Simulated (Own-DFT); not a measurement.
# What a defect does to the pressure of its cell: C11b WSi2

Everything here is calculated. The program is Own-DFT (plane waves, in-house, since retired, never reviewed by a person); positions were held fixed, and spin and spin-orbit coupling were off.

Settings: PBE; PseudoDojo norm-conserving scalar-relativistic files; cutoff 50 hartree; 5 x 5 x 5 k mesh centred on Gamma; cold (Marzari-Vanderbilt) smearing of 0.2 eV.

Known weak points: forces on such cells failed a check on a denser k mesh; stress not checked against mesh or cutoff.

All runs share one cell, with vectors in Å (-2.148, -5.953, 3.409); (-6.444, 2.976, 1.136); (-2.553, -2.948, -6.757) and a volume of 403.2 Å³. u is the rms random offset of the atoms per axis. The defect's site can differ from row to row.

| cell | formula | u (Å) | P (GPa) |
|---|---|---|---|
| no defect | Si20W10 | 0.0188 | 4.55 |
| no defect | Si20W10 | 0.0220 | 4.57 |
| no defect | Si20W10 | 0.0543 | 6.17 |
| one W on a Si site | Si19W11 | 0.0297 | 9.77 |
| one W on a Si site | Si19W11 | 0.0510 | 11.25 |
| one W on a Si site | Si19W11 | 0.0526 | 10.74 |
| one Si vacancy | Si19W10 | 0.0279 | 2.89 |
| one Si vacancy | Si19W10 | 0.0326 | 3.37 |
| one Si vacancy | Si19W10 | 0.0488 | 4.13 |
| one Si vacancy | Si19W10 | 0.0504 | ? |
| one Si on a W site | Si21W9 | 0.0306 | 6.18 |
| one Si on a W site | Si21W9 | 0.0515 | 7.65 |
| one Si on a W site | Si21W9 | 0.0530 | 7.60 |

## Analysis

P = P0 + c u² + a shift for each defect gives P0 = 4.23 GPa, c = 687 ± 64 GPa/Å² and a scatter of 0.20 GPa. The shifts, and each times the cell's volume:

- one W on a Si site: 4.92 ± 0.17 GPa, 12.4 eV
- one Si on a W site: 1.45 ± 0.18 GPa, 3.6 eV
- one Si vacancy: -1.74 ± 0.17 GPa, -4.4 eV

Against the defect-free cell, a freed cell would be larger where the shift is positive and smaller where it is negative (160.2 GPa Å³ is 1 eV). The atoms around the defects weren't relaxed, which would change these numbers.

## Check

Question: what pressure belongs in the blank (one Si vacancy, u = 0.0504 Å)?

The fit gives 4.24 ± 0.25 GPa. DFT gave 4.22 GPa.
